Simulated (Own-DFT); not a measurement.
# Response to strain: wurtzite AlN, 72 atoms (Al36N36)

Calculated results; nothing here was measured. The program, named Own-DFT, is a retired in-house plane-wave density functional code that no person has reviewed. Each row is one single-point run on a periodic cell that was not relaxed, without spin or spin-orbit coupling.

Settings of every run: PBE; PseudoDojo norm-conserving scalar-relativistic files; cutoff 42 hartree; 4 x 4 x 3 k mesh centred on Gamma; Gaussian smearing of 0.01 eV.

Known limits: k mesh not checked against a denser one; stress not checked against mesh or cutoff.

Unstrained cell vectors in Å: (9.336, 0.000, 0.000); (-4.668, 8.085, 0.000); (0.000, 0.000, 9.964). The unstrained cell has measured lattice constants (interpolated for alloys), not those of this functional. That, the random moves and any unrelaxed bonds set the pressure at no strain. Each run strains this cell uniformly, with the atoms carried along. Every atom was also moved at random, by a Gaussian of width 0.05 Å on each axis. Strain is the symmetric tensor, in per cent. Stress is positive in tension, and the pressure is minus a third of its trace.

| run | e_xx (%) | e_yy (%) | e_zz (%) | s_xx (GPa) | s_yy (GPa) | s_zz (GPa) | P (GPa) | E (meV/atom) |
|---|---|---|---|---|---|---|---|---|
| 1 | 3.00 | 3.00 | 0.00 | 9.05 | 9.45 | -1.92 | -5.53 | 6.0 |
| 2 | -2.25 | -2.25 | 0.00 | -20.62 | -20.63 | -9.52 | 16.92 | 45.7 |
| 3 | 1.25 | 1.25 | 0.00 | 0.63 | 0.86 | -4.88 | 1.13 | 11.6 |
| 4 | 2.25 | 2.25 | 0.00 | 6.53 | 5.92 | -3.10 | -3.12 | 0.0 |
| 5 | 2.75 | 2.75 | 0.00 | 7.88 | 8.44 | -1.45 | -4.96 | 1.6 |
| 6 | -1.75 | -1.75 | 0.00 | -13.63 | -18.00 | -10.89 | 14.17 | 33.2 |
| 7 | -0.75 | -0.75 | 0.00 | -9.23 | -11.37 | -6.13 | 8.91 | 0.4 |
| 8 | -1.25 | -1.25 | 0.00 | -14.35 | -14.53 | -6.15 | 11.68 | 20.2 |
| 9 | -0.25 | -0.25 | 0.00 | ? | ? | ? | ? | ? |

E is the free energy for each atom above the lowest run shown.

## Worked fit

The change of volume is close to e_xx + e_yy + e_zz. A straight line through the runs shown gives P = 6.70 - 211 x (fractional change of volume) GPa, with an error of 5 on the slope and a scatter of 0.60 GPa. The strain isn't the same on all axes and the cell isn't cubic, so the slope belongs to this path and is not the bulk modulus.

## Withheld run

Question: what pressure should run 9 give? Its volume changes by -0.50 %.

The line gives 7.8 GPa. The calculation gave 6.88 GPa.
